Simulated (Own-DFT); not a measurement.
# From a pressure shift to a lattice shift: C11b WSi2, 30 atoms (Si20W10)

Calculated, not measured: single-point runs of Own-DFT, a retired in-house plane-wave DFT program that no person has reviewed, on unrelaxed cells, without spin or spin-orbit coupling.

Keep in mind: forces on such cells failed a check on a denser k mesh; stress not checked against mesh or cutoff.

Each geometry was run with PBE and with PBEsol, otherwise alike: PseudoDojo norm-conserving scalar-relativistic files made for PBE; cutoff 50 hartree; 5 x 5 x 5 k mesh centred on Gamma; cold (Marzari-Vanderbilt) smearing of 0.2 eV. Unstrained cell vectors in Å: (-2.148, -5.953, 3.409); (-6.444, 2.976, 1.136); (-2.553, -2.948, -6.757). Each has a uniform strain, of which the change of volume is shown, and random moves of rms u per axis.

```
run,volume change (%),u (Å),P with PBE (GPa),P with PBEsol (GPa)
1,-1.84,0.0483,10.88,6.71
2,0.63,0.0480,4.69,0.62
3,-1.49,0.0520,10.79,6.63
4,-0.61,0.0492,6.85,2.74
5,2.63,0.0437,0.44,-3.52
6,-0.05,0.0439,6.07,1.98
7,2.46,0.0477,0.50,-3.47
8,1.43,0.0447,2.74,-1.29
9,3.47,0.0482,-1.78,-5.72
10,0.18,0.0432,5.26,1.16
11,-0.51,0.0442,7.40,?
```

Q: by how much does PBEsol shrink this cell, and what belongs in the blank?

## Answer

Write v for the change of volume as a fraction. Fitted to v and u², the PBE pressure has a slope of -231 ± 10 GPa in v, with the ions held to the strained lattice. The difference PBEsol less PBE is -4.09 + 4.6 v GPa (slope ± 0.2) and averages -4.06 GPa. Divided by the mean slope of the two, 229 GPa, that makes PBEsol's volume at a given pressure, near 3 GPa, about 1.8 % smaller, or 0.59 % in lengths. At one volume PBEsol's slope is the smaller by 5 GPa, but its pressure there is lower too. If stiffness rises by about 4 GPa for each GPa, PBEsol at equal pressure is stiffer by about 12 GPa. Files made for PBEsol would give a different shift.

For run 11 the line gives 3.29 GPa. The hidden result is 3.29 GPa.
